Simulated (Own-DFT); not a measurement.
# Computed records: Si3N4 (beta silicon nitride, atoms displaced)

All values are calculated (Own-DFT development build). A calculation, not a measurement: plane-wave PBE density functional theory by an unreviewed code, no spin, of a simulated periodic cell, stress positive in tension, free energy of the whole cell less one offset for each atom, forces on such cells passed a denser k mesh, this cell's mesh not checked; offsets are fitted by least squares, one for each functional and potential file, so energies compare only between cells with the same atoms and settings and are not formation energies; the far tail of each file's local potential was reset to the Coulomb form; each entry is a single point on an unrelaxed cell, so the pressure reflects the starting lattice, mostly measured values (interpolated for alloys), from which strain is counted, and rises with the displacements; printed positions are rounded, which can move forces by about a meV/angstrom; the program, named Own-DFT, is a retired in-house code; no spin-orbit coupling; before rounding, a Quantum ESPRESSO 7.3.1 run of the same cell and cutoff gave forces within 1 meV/angstrom rms on each cell, which checks the program and not the settings.

Common to all runs: functional PBE; potential files PseudoDojo norm-conserving, scalar-relativistic, standard set; wave cutoff 42 hartree; occupations Fermi-Dirac; smearing width 0.1 eV; k mesh 3 x 3 x 3 centred on Gamma.

(1) Si3N4 (beta silicon nitride, atoms displaced)

```
Si3N4
1.0
      7.6060     0.0000     0.0000
     -3.8030     6.5870     0.0000
      0.0000     0.0000     8.7270
Si N Si N Si N
6 8 6 8 6 8
Direct
  0.16500 0.76684 0.09040
  0.22358 0.40616 0.08563
  0.60141 0.82435 0.08322
  0.81852 0.22708 0.24651
  0.78421 0.60811 0.25017
  0.41891 0.18886 0.24800
  0.34224 0.03552 0.07998
  0.96955 0.30182 0.08367
  0.70567 0.66677 0.08727
  0.67129 0.97245 0.25831
  0.03584 0.70123 0.23652
  0.29776 0.32716 0.25348
  0.31951 0.67102 0.09573
  0.66690 0.34234 0.24585
  0.18031 0.77884 0.40988
  0.22318 0.40132 0.40908
  0.59307 0.82672 0.41809
  0.83078 0.23023 0.59017
  0.77214 0.59722 0.57970
  0.40966 0.17694 0.58557
  0.34218 0.03577 0.41899
  0.97269 0.30686 0.42024
  0.68766 0.65881 0.42257
  0.65642 0.95833 0.58026
  0.02769 0.68785 0.57279
  0.29876 0.33147 0.57961
  0.32969 0.65719 0.41697
  0.67673 0.33534 0.58636
  0.17162 0.76577 0.74121
  0.23172 0.40437 0.73943
  0.57810 0.82049 0.74813
  0.83898 0.23628 0.90710
  0.77980 0.59508 0.92098
  0.40897 0.17299 0.91275
  0.33512 0.04179 0.74705
  0.98241 0.32048 0.74731
  0.69750 0.67135 0.74335
  0.67841 0.98263 0.92262
  0.03622 0.70184 0.91789
  0.30209 0.33270 0.91713
  0.32897 0.66841 0.75042
  0.66446 0.33920 0.92436
```

* free energy of cell above offsets: -4.190 eV
* pressure: 7.32 GPa
* stress xx: -9.44 GPa
* stress yy: -4.83 GPa
* stress zz: -7.7 GPa
* stress yz: 1.54 GPa
* stress xz: 1.79 GPa
* stress xy: -2.94 GPa

Force:
```tsv
element	x (eV/Å)	y (eV/Å)	z (eV/Å)
Si	3.874	4.099	-6.671
Si	1.984	0.794	-0.487
Si	-2.164	0.177	0.943
Si	0.129	1.732	1.276
Si	-2.054	-2.089	1.573
Si	-1.205	-2.174	-0.38
N	-0.777	-0.88	1.191
N	-0.912	-0.685	-0.379
N	-1.336	1.48	-0.914
N	0.355	-1.068	-1.947
N	-3.055	-0.767	7.322
N	-0.362	-0.014	-1.798
N	4.504	-0.782	-0.903
N	2.583	0.851	0.505
Si	1.53	-1.495	0.37
Si	1.207	0.58	1.8
Si	-0.507	-2.223	-0.478
Si	-1.157	-0.586	-2.539
Si	-0.556	-1.198	1.398
Si	0.491	1.747	-1.29
N	-0.502	-0.019	-1.17
N	-1.857	-1.598	-0.979
N	0.849	1.029	-2.639
N	0.501	3.166	1.988
N	0.54	1.554	0.574
N	0.683	-0.765	-0.877
N	-0.8	2.356	-0.228
N	-1.243	-0.439	0.059
Si	-0.615	1.12	1.129
Si	1.982	1.223	2.703
Si	2.866	1.048	0.911
Si	-2.539	0.9	2.906
Si	-2.196	0.209	-1.974
Si	-0.737	1.362	1.637
N	-0.152	-3.335	0.151
N	-1.003	-1.452	-0.027
N	0.514	0.163	1.929
N	-0.008	-2.565	-1.814
N	-0.23	0.271	-1.204
N	-0.997	0.275	-0.624
N	-0.314	-1.091	0.012
N	2.688	-0.912	-1.055
```

(2) Si3N4 (beta silicon nitride, atoms displaced)

```
Si3N4
1.0
      7.6060     0.0000     0.0000
     -3.8030     6.5870     0.0000
      0.0000     0.0000     8.7270
Si N Si N Si N
6 8 6 8 6 8
Direct
  0.17293 0.76332 0.07868
  0.23817 0.41591 0.08042
  0.59431 0.81936 0.08759
  0.82795 0.23092 0.25386
  0.77119 0.60124 0.25785
  0.40751 0.16956 0.24901
  0.31968 0.02188 0.08580
  0.96438 0.30616 0.07690
  0.69900 0.66656 0.07999
  0.66496 0.97450 0.25640
  0.01988 0.70015 0.25194
  0.30293 0.33823 0.25087
  0.32822 0.66865 0.09094
  0.67236 0.33659 0.24185
  0.19239 0.77005 0.42370
  0.22811 0.39780 0.42488
  0.60117 0.82339 0.42362
  0.83207 0.21968 0.58068
  0.78176 0.60619 0.58580
  0.39391 0.16882 0.59002
  0.33565 0.03974 0.41573
  0.96924 0.29951 0.42185
  0.70282 0.66712 0.41468
  0.67538 0.98321 0.58919
  0.03614 0.69842 0.59521
  0.29147 0.32270 0.57683
  0.32427 0.65798 0.42315
  0.65170 0.33533 0.58834
  0.17315 0.76381 0.75714
  0.22746 0.40410 0.75414
  0.57702 0.79748 0.75516
  0.82756 0.22886 0.92210
  0.77200 0.59835 0.91696
  0.40199 0.15872 0.91933
  0.31719 0.04104 0.74473
  0.95069 0.28508 0.74794
  0.69102 0.67070 0.73816
  0.66488 0.97146 0.92259
  0.03167 0.69885 0.92323
  0.29620 0.32676 0.91113
  0.32981 0.66215 0.75521
  0.67036 0.33814 0.91288
```

* free energy of cell above offsets: -2.712 eV
* pressure: 8.58 GPa
* stress xx: -8.98 GPa
* stress yy: -7.36 GPa
* stress zz: -9.39 GPa
* stress yz: 0.16 GPa
* stress xz: -1.19 GPa
* stress xy: 1.25 GPa

Force:
```tsv
element	x (eV/Å)	y (eV/Å)	z (eV/Å)
Si	-1.509	0.236	4.149
Si	-0.442	-2.367	0.674
Si	-0.874	1.822	0.126
Si	-0.772	1.231	-1.054
Si	0.55	-2.766	-3.34
Si	-0.191	2.349	0.021
N	0.241	0.592	-0.545
N	2.958	0.824	3.272
N	-0.539	0.538	1.221
N	0.624	-2.059	-0.411
N	3.862	1.609	0.409
N	0.484	-0.767	-0.438
N	1.919	0.228	-0.461
N	-0.973	-0.372	0.651
Si	-4.967	1.312	-1.271
Si	-0.763	0.876	-3.558
Si	-1.701	1.013	-0.039
Si	-4.241	3.907	1.059
Si	-0.37	-3.804	-1.232
Si	1.968	3.333	-3.938
N	-0.127	-2.727	1.098
N	0.571	0.154	-1.817
N	-1.365	1.489	2.574
N	-0.752	-7.686	-0.372
N	0.09	0.344	-1.95
N	-0.368	0.298	3.937
N	4.146	0.354	0.181
N	2.809	0.687	-0.513
Si	-0.372	1.773	-0.211
Si	-1.185	-2.329	-2.124
Si	-0.62	7.39	0.066
Si	-2.525	-0.306	-2.724
Si	-0.589	-1.678	-0.894
Si	0.159	3.405	-0.684
N	0.474	-5.149	4.133
N	3.679	2.257	1.674
N	3.389	-1.355	2.809
N	-0.188	-2.561	-0.55
N	-0.827	-0.155	-2.476
N	0.717	-0.093	1.998
N	-1.623	-0.703	0.11
N	-0.761	-1.142	0.439
```

(3) Si3N4 (beta silicon nitride, atoms displaced)

```
Si3N4
1.0
      7.6060     0.0000     0.0000
     -3.8030     6.5870     0.0000
      0.0000     0.0000     8.7270
Si N Si N Si N
6 8 6 8 6 8
Direct
  0.17212 0.76434 0.08431
  0.23831 0.40373 0.09015
  0.59461 0.82957 0.08827
  0.82096 0.22680 0.25567
  0.77729 0.59839 0.24845
  0.40086 0.16695 0.25929
  0.33071 0.02985 0.07886
  0.96751 0.29734 0.08603
  0.70166 0.67513 0.08999
  0.66901 0.97374 0.24862
  0.03740 0.70703 0.25252
  0.31079 0.34093 0.24798
  0.32987 0.66697 0.07865
  0.66591 0.33146 0.24621
  0.15509 0.76335 0.41883
  0.23568 0.41078 0.41784
  0.58953 0.83943 0.41083
  0.81906 0.21586 0.58499
  0.75048 0.57453 0.58037
  0.40863 0.18441 0.58054
  0.32887 0.02224 0.42005
  0.96531 0.30247 0.42483
  0.69247 0.66637 0.42343
  0.66859 0.97123 0.58388
  0.03359 0.69750 0.58508
  0.28909 0.33431 0.58506
  0.33269 0.66431 0.42378
  0.66689 0.32397 0.58237
  0.17928 0.75606 0.75490
  0.22396 0.40663 0.74617
  0.58623 0.81664 0.74481
  0.82353 0.23118 0.91587
  0.75971 0.58711 0.91691
  0.40707 0.16731 0.90857
  0.32119 0.02128 0.74806
  0.96872 0.30805 0.75300
  0.68497 0.67425 0.74421
  0.67092 0.95781 0.91865
  0.02603 0.69168 0.92366
  0.29952 0.32305 0.92475
  0.33237 0.67433 0.75532
  0.67389 0.33551 0.91822
```

* free energy of cell above offsets: -4.350 eV
* pressure: 7.06 GPa
* stress xx: -7.22 GPa
* stress yy: -7.78 GPa
* stress zz: -6.19 GPa
* stress yz: 0.89 GPa
* stress xz: -0.3 GPa
* stress xy: 1.59 GPa

Force:
```tsv
element	x (eV/Å)	y (eV/Å)	z (eV/Å)
Si	0.393	1.231	-0.408
Si	-2.387	0.647	-2.609
Si	-0.454	-1.482	-1.727
Si	0.743	2.413	-1.213
Si	-1.699	-0.96	1.362
Si	0.474	1.042	-3.432
N	0.063	-0.377	1.622
N	0.561	0.051	0.534
N	0.464	-0.454	-1.033
N	-0.096	-0.362	0.536
N	-1.533	-0.812	-1.064
N	0.773	-1.479	3.285
N	1.421	-0.486	0.849
N	-0.361	0.283	0.764
Si	3.658	0.208	1.322
Si	-1.254	-0.11	-1.152
Si	0.996	-3.173	2.152
Si	0.778	3.178	0.93
Si	1.238	3.41	1.233
Si	-0.892	-2.682	1.349
N	-0.405	1.217	0.356
N	1.165	-0.135	-1.537
N	0.084	0.5	-2.344
N	-0.381	-2.158	-0.402
N	-2.539	-1.405	1.445
N	2.768	-1.521	-0.534
N	-1.399	1.721	-0.683
N	-1.259	0.031	0.185
Si	-5.963	2.045	-0.348
Si	0.94	0.45	3.477
Si	-1.583	3.149	1.551
Si	1.464	-1.306	1.562
Si	-0.346	2.2	0.02
Si	-0.54	0.634	1.9
N	0.317	1.375	-1.006
N	-0.393	-0.87	-1.009
N	5.281	-4.182	0.642
N	-0.391	2.189	-1.273
N	-0.687	-0.08	-1.671
N	-0.518	0.771	-2.563
N	3.572	-3.515	-0.38
N	-2.074	-1.195	-0.691
```

(4) Si3N4 (beta silicon nitride, atoms displaced)

```
Si3N4
1.0
      7.6060     0.0000     0.0000
     -3.8030     6.5870     0.0000
      0.0000     0.0000     8.7270
Si N Si N Si N
6 8 6 8 6 8
Direct
  0.18233 0.77899 0.09292
  0.23366 0.39476 0.07180
  0.59833 0.82903 0.08248
  0.82581 0.23161 0.25184
  0.76318 0.58699 0.25235
  0.40936 0.16727 0.25449
  0.32989 0.02456 0.08028
  0.98051 0.31840 0.09016
  0.70201 0.66221 0.07558
  0.65940 0.96167 0.24803
  0.03873 0.70339 0.25598
  0.27480 0.31345 0.25147
  0.33241 0.66712 0.08223
  0.67431 0.32919 0.24727
  0.17202 0.78014 0.41257
  0.23722 0.40586 0.41274
  0.59759 0.82639 0.42946
  0.82172 0.22046 0.57746
  0.76681 0.60240 0.57761
  0.41319 0.17468 0.58258
  0.33790 0.03586 0.41682
  0.96756 0.28284 0.40896
  0.70170 0.67636 0.41422
  0.67948 0.97585 0.57715
  0.01947 0.69290 0.57437
  0.30061 0.33770 0.58211
  0.33928 0.68087 0.40843
  0.65096 0.32673 0.59056
  0.16689 0.76312 0.75225
  0.23406 0.40633 0.75468
  0.60590 0.83367 0.75231
  0.82125 0.22669 0.92369
  0.77757 0.59496 0.91309
  0.40385 0.17305 0.91895
  0.32878 0.02787 0.74761
  0.97139 0.30015 0.75921
  0.69373 0.66308 0.74578
  0.66895 0.96862 0.92178
  0.02327 0.68896 0.91420
  0.29310 0.32676 0.90968
  0.34313 0.67715 0.75237
  0.65937 0.33490 0.91589
```

- free energy of cell above offsets: -3.762 eV
- pressure: 7.62 GPa
- stress xx: -5.88 GPa
- stress yy: -7.65 GPa
- stress zz: -9.34 GPa
- stress yz: -0.25 GPa
- stress xz: 0.48 GPa
- stress xy: -2.41 GPa

Force:
```tsv
element	x (eV/Å)	y (eV/Å)	z (eV/Å)
Si	0.275	-4.403	-2.22
Si	-2.163	3.008	3.708
Si	-0.472	-2.807	1.148
Si	1.961	-1.911	-1.455
Si	0.835	1.26	-1.754
Si	-1.152	1.865	-1.888
N	-0.171	3.027	1.092
N	-1.592	-1.889	-1.606
N	-0.998	0.863	2.02
N	0.702	1.898	1.26
N	-3.21	-0.995	-2.155
N	4.015	-1.02	-2.395
N	1.152	-0.679	-0.355
N	-3.05	0.755	0.505
Si	2.658	-1.133	2.549
Si	-2.305	1.8	1.203
Si	-1.94	-0.764	-5.212
Si	0.208	4.954	1.405
Si	0.384	-2.678	1.169
Si	-4.213	-0.99	0.94
N	-0.307	-0.747	0.768
N	0.111	1.05	2.632
N	0.603	-0.962	-0.387
N	-0.066	-1.951	3.576
N	1.542	1.119	1.392
N	1.05	-0.982	0.347
N	-0.347	-1.942	1.074
N	5.059	3.283	-0.915
Si	1.221	0.27	-1.458
Si	-1.575	1.866	-3.348
Si	-1.184	-1.082	-0.283
Si	0.003	2.226	0.037
Si	-2.414	-1.125	-0.393
Si	0.219	-0.147	-1.879
N	-0.425	-0.274	0.632
N	-0.868	-0.644	-1.866
N	0.126	1.056	0.629
N	0.51	0.936	-1.3
N	2.314	1.856	1.343
N	2.58	-1.743	1.411
N	-0.57	-1.099	-0.268
N	1.496	-1.125	0.299
```

(5) Si3N4 (beta silicon nitride, atoms displaced)

```
Si3N4
1.0
      7.6060     0.0000     0.0000
     -3.8030     6.5870     0.0000
      0.0000     0.0000     8.7270
Si N Si N Si N
6 8 6 8 6 8
Direct
  0.18963 0.78626 0.09992
  0.21993 0.39138 0.07942
  0.59421 0.81542 0.08160
  0.83262 0.24170 0.25467
  0.77500 0.60164 0.24705
  0.41430 0.18573 0.24754
  0.31595 0.02904 0.08458
  0.95986 0.30161 0.08570
  0.71165 0.67846 0.07299
  0.67250 0.97973 0.25512
  0.01048 0.68552 0.24900
  0.30183 0.32309 0.24193
  0.33164 0.65963 0.08183
  0.66498 0.33572 0.24925
  0.17659 0.77324 0.42894
  0.23756 0.40666 0.41753
  0.60373 0.83525 0.41065
  0.80873 0.22438 0.58737
  0.77021 0.59947 0.57512
  0.41075 0.17985 0.58081
  0.32395 0.02257 0.41456
  0.96497 0.29774 0.42001
  0.69893 0.66905 0.41423
  0.66957 0.96985 0.59541
  0.02916 0.70887 0.57338
  0.29730 0.32872 0.58145
  0.33642 0.66019 0.41927
  0.67562 0.34255 0.59215
  0.17334 0.77293 0.75859
  0.21406 0.38949 0.75968
  0.59166 0.82734 0.75782
  0.83761 0.22856 0.91770
  0.77981 0.59833 0.92066
  0.40071 0.17636 0.91011
  0.34101 0.03759 0.74470
  0.96832 0.30496 0.74083
  0.70335 0.66054 0.75507
  0.67698 0.97298 0.91760
  0.03044 0.69827 0.91854
  0.29243 0.31049 0.91987
  0.33966 0.67947 0.75391
  0.66691 0.33390 0.91342
```

- stress yy: ?

Question: Give the missing stress yy for Si3N4 (beta silicon nitride, atoms displaced) (entry 5).
Answer: -7.86 GPa

Further results for Si3N4 (beta silicon nitride, atoms displaced) (entry 5):

- free energy of cell above offsets: -3.152 eV
- pressure: 8.31 GPa
- stress xx: -10.71 GPa
- stress zz: -6.36 GPa
- stress yz: 1.68 GPa
- stress xz: 0.45 GPa
- stress xy: -0.41 GPa

Force:
```tsv
element	x (eV/Å)	y (eV/Å)	z (eV/Å)
Si	-1.258	-5.174	-2.058
Si	0.108	1.505	1.522
Si	-1.092	1.968	0.479
Si	-1.544	-0.558	0.099
Si	-3.889	-2.2	-0.4
Si	0.397	-3.056	0.341
N	1.056	3.269	-0.445
N	2.573	0.624	-0.221
N	-0.557	-0.134	3.265
N	0.194	-0.887	-2.496
N	6.74	3.458	1.012
N	-2.633	1.636	1.419
N	-0.052	0.253	0.438
N	0.877	0.878	0.218
Si	1.869	-1.974	-4.308
Si	-1.271	-0.935	-0.803
Si	-1.043	-1.576	3.174
Si	2.189	0.83	-1.472
Si	-0.007	-0.067	2.855
Si	0.037	-0.038	-0.364
N	0.665	3.416	-0.29
N	1.124	0.477	0.457
N	-0.771	0.631	-1.047
N	0.034	-0.712	-2.545
N	-0.639	-0.518	4.866
N	0.323	-0.352	1.552
N	-0.964	2.392	-0.382
N	-2.184	-0.86	-1.248
Si	0.396	0.081	-2.073
Si	2.491	3.3	-2.946
Si	2.232	-1.434	-0.818
Si	-4.062	0.632	-1.179
Si	-0.331	-2.111	-2.461
Si	4.899	-1.669	1.043
N	-0.763	-1.287	0.642
N	-0.259	-0.617	2.708
N	-1.935	1.722	-1.608
N	0.091	-0.51	1.174
N	2.018	1.272	1.46
N	-4.59	2.602	-0.611
N	-1.148	-3.484	0.341
N	0.681	-0.791	0.709
```
